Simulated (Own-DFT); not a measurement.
# Response to strain: wurtzite AlN, 128 atoms (Al64N64)

All numbers below are calculated, not measured. The program, named Own-DFT, is a retired in-house plane-wave density functional code that no person has reviewed. Each row is one single-point run on a periodic cell that was not relaxed, without spin or spin-orbit coupling.

Settings of every run: PBE; PseudoDojo norm-conserving scalar-relativistic files; cutoff 42 hartree; 3 x 3 x 3 k mesh centred on Gamma; Gaussian smearing of 0.01 eV.

Known limits: k mesh not checked against a denser one; stress not checked against mesh or cutoff.

Unstrained cell vectors in Å: (12.448, 0.000, 0.000); (-6.224, 10.780, 0.000); (0.000, 0.000, 9.964). The unstrained cell has measured lattice constants (interpolated for alloys), not those of this functional. That, the random moves and any unrelaxed bonds set the pressure at no strain. Each run strains this cell uniformly, with the atoms carried along. Every atom was also moved at random, by a Gaussian of width 0.05 Å on each axis. Strain is the symmetric tensor, in per cent. Stress is positive in tension, and the pressure is minus a third of its trace.

| run | e_xx (%) | e_yy (%) | e_zz (%) | s_xx (GPa) | s_yy (GPa) | s_zz (GPa) | P (GPa) | E (meV/atom) |
|---|---|---|---|---|---|---|---|---|
| 1 | 0.00 | 0.00 | 2.25 | -2.70 | -3.71 | 3.38 | 1.01 | 0.0 |
| 2 | 0.00 | 0.00 | -1.50 | -6.88 | -6.38 | -13.66 | 8.97 | 32.4 |
| 3 | 0.00 | 0.00 | 1.25 | -4.40 | -5.35 | 0.12 | 3.21 | 8.8 |
| 4 | 0.00 | 0.00 | 2.50 | -3.92 | -5.34 | 6.44 | 0.94 | 10.3 |
| 5 | 0.00 | 0.00 | -1.75 | -7.09 | -7.14 | -14.20 | 9.47 | 23.2 |
| 6 | 0.00 | 0.00 | -0.25 | -5.57 | -6.65 | -5.73 | 5.99 | 7.4 |
| 7 | 0.00 | 0.00 | -1.00 | -6.98 | -5.30 | -10.69 | 7.66 | 22.4 |
| 8 | 0.00 | 0.00 | 1.75 | -3.73 | -5.48 | 2.52 | 2.23 | 6.6 |
| 9 | 0.00 | 0.00 | 1.50 | ? | ? | ? | ? | ? |

E is the free energy for each atom above the lowest run shown.

## Worked fit

The change of volume is close to e_xx + e_yy + e_zz. A straight line through the runs shown gives P = 5.76 - 203 x (fractional change of volume) GPa, with an error of 4 on the slope and a scatter of 0.20 GPa. The strain isn't the same on all axes and the cell isn't cubic, so the slope belongs to this path and is not the bulk modulus.

## Withheld run

Question: what pressure should run 9 give? Its volume changes by 1.50 %.

The line gives 2.7 GPa. The calculation gave 2.59 GPa.
